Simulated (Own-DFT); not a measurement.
# How strain changes the stress of hcp Ru, 36 atoms (Ru36)

All numbers below are calculated, not measured. They come from Own-DFT, an in-house plane-wave density functional program, since retired, whose code no person has reviewed. Each row is one single-point run on a periodic cell that was not relaxed, without spin or spin-orbit coupling.

Settings of every run: PBE; PseudoDojo norm-conserving scalar-relativistic files; cutoff 50 hartree; 5 x 5 x 4 k mesh centred on Gamma; cold (Marzari-Vanderbilt) smearing of 0.2 eV.

Known limits: forces on such cells failed a check on a denser k mesh; stress not checked against mesh or cutoff.

Unstrained cell vectors in Å: (8.118, 0.000, 0.000); (-4.059, 7.030, 0.000); (0.000, 0.000, 8.563). The unstrained cell has measured lattice constants (interpolated for alloys), not those of this functional. That, the random moves and any unrelaxed bonds set the pressure at no strain. Each run strains this cell uniformly, with the atoms carried along. Every atom was also moved at random, by a Gaussian of width 0.05 Å on each axis. Strain is the symmetric tensor, in per cent. Stress is positive in tension, and the pressure is minus a third of its trace.

| run | e_xx (%) | e_yy (%) | e_zz (%) | e_yz (%) | e_xz (%) | e_xy (%) | s_xx (GPa) | s_yy (GPa) | s_zz (GPa) | s_yz (GPa) | s_xz (GPa) | s_xy (GPa) | P (GPa) | E (meV/atom) |
|---|---|---|---|---|---|---|---|---|---|---|---|---|---|---|
| 1 | -0.53 | 1.14 | -1.79 | 0.52 | 0.34 | -0.63 | -13.13 | -4.07 | -18.64 | 1.89 | 1.63 | -2.50 | 11.95 | 18.3 |
| 2 | 0.95 | -0.61 | -0.30 | -1.67 | -0.44 | -0.42 | -3.09 | -9.18 | -9.02 | -6.15 | -1.68 | -2.19 | 7.10 | 1.9 |
| 3 | -0.64 | -1.43 | 1.46 | 1.08 | 0.81 | -0.96 | -11.46 | -15.05 | -1.98 | 4.04 | 3.01 | -4.40 | 9.50 | 17.6 |
| 4 | 0.37 | -0.56 | 0.06 | 1.98 | -0.14 | -1.28 | -6.27 | -10.76 | -8.07 | 7.79 | -0.65 | -5.24 | 8.37 | 20.9 |
| 5 | 1.05 | 0.35 | 0.69 | -1.77 | 0.21 | 1.96 | 0.77 | -4.27 | -1.50 | -6.76 | 1.08 | 7.53 | 1.67 | 24.9 |
| 6 | -0.54 | 0.05 | 1.52 | -1.82 | -1.42 | -0.83 | -9.11 | -6.04 | -0.54 | -6.34 | -4.81 | -3.61 | 5.23 | 33.9 |
| 7 | 0.56 | -1.38 | 0.15 | -1.23 | -1.94 | 1.82 | -7.17 | -15.73 | -9.22 | -4.41 | -7.22 | 8.08 | 10.71 | 40.6 |
| 8 | -1.95 | 0.91 | -1.85 | -1.04 | -1.76 | 0.88 | -22.62 | -9.54 | -23.76 | -4.08 | -8.04 | 3.87 | 18.64 | 49.1 |
| 9 | 1.22 | -0.07 | 1.88 | -1.47 | -1.65 | 0.77 | 1.43 | -2.34 | 4.95 | -4.24 | -5.70 | 3.59 | -1.35 | 24.7 |
| 10 | 0.35 | -0.47 | -0.19 | -1.26 | 0.24 | -0.15 | -6.90 | -9.79 | -9.95 | -4.84 | 1.37 | -0.02 | 8.88 | 16.3 |
| 11 | 0.72 | -0.04 | -1.60 | -1.98 | -1.45 | -1.19 | -6.87 | -11.06 | -18.37 | -8.37 | -5.94 | -4.95 | 12.10 | 47.4 |
| 12 | 1.29 | -1.21 | 0.09 | -1.31 | -0.53 | 0.22 | -2.65 | -12.22 | -7.39 | -4.79 | -2.16 | 0.57 | 7.42 | 17.5 |
| 13 | 1.20 | 1.85 | -0.19 | 0.48 | -1.06 | -1.63 | 2.44 | 4.30 | -2.03 | 1.95 | -3.52 | -5.64 | -1.57 | 0.0 |
| 14 | -0.63 | 1.41 | -1.81 | -0.69 | 0.55 | 1.82 | -13.88 | -4.33 | -19.16 | -2.84 | 2.36 | 7.40 | 12.46 | 46.5 |
| 15 | -1.22 | 0.87 | 0.08 | -0.60 | 1.33 | 1.45 | -13.91 | -5.15 | -7.41 | -2.53 | 4.96 | 5.89 | 8.82 | 21.9 |
| 16 | -0.70 | -0.41 | -0.66 | 1.04 | 0.88 | -1.54 | ? | ? | ? | ? | ? | ? | ? | ? |

E is the free energy for each atom above the lowest run shown.

## Worked fit

Each stress component was fitted by least squares to a constant and the strains of the runs shown, as fractions, with shears doubled. Shear strains stay in the fit of a normal stress only where such slopes are resolved. The slopes, in GPa:

| stress | at no strain | per e_xx | per e_yy | per e_zz | scatter |
|---|---|---|---|---|---|
| s_xx | -8.3 | 626 ± 19 | 165 ± 20 | 182 ± 17 | 0.66 |
| s_yy | -8.0 | 174 ± 26 | 583 ± 27 | 175 ± 23 | 0.91 |
| s_zz | -8.4 | 210 ± 28 | 207 ± 29 | 657 ± 25 | 0.98 |

Each shear stress against twice its own strain: yz 196 ± 5, xz 197 ± 7, xy 209 ± 6 GPa. These are stiffnesses along x, y and z of the frame in which the cell vectors are given, which need not be the crystal's axes. The atoms are held to the strained lattice; where symmetry lets them move under strain, relaxing them would lower some slopes. The table should be nearly symmetric about its diagonal, and what it lacks of that shows the noise. A ninth of its sum, 331 ± 10 GPa, estimates the bulk modulus near the mean pressure of these runs, 8.0 GPa, so it lies above the value at zero pressure.

## Withheld run

Question: what normal stresses and pressure should run 16 give?

The fit gives s_xx = -14.5, s_yy = -12.8, s_zz = -15.1 and P = 14.1 GPa. The calculation gave -14.03, -13.01, -14.53 and P = 13.86 GPa.
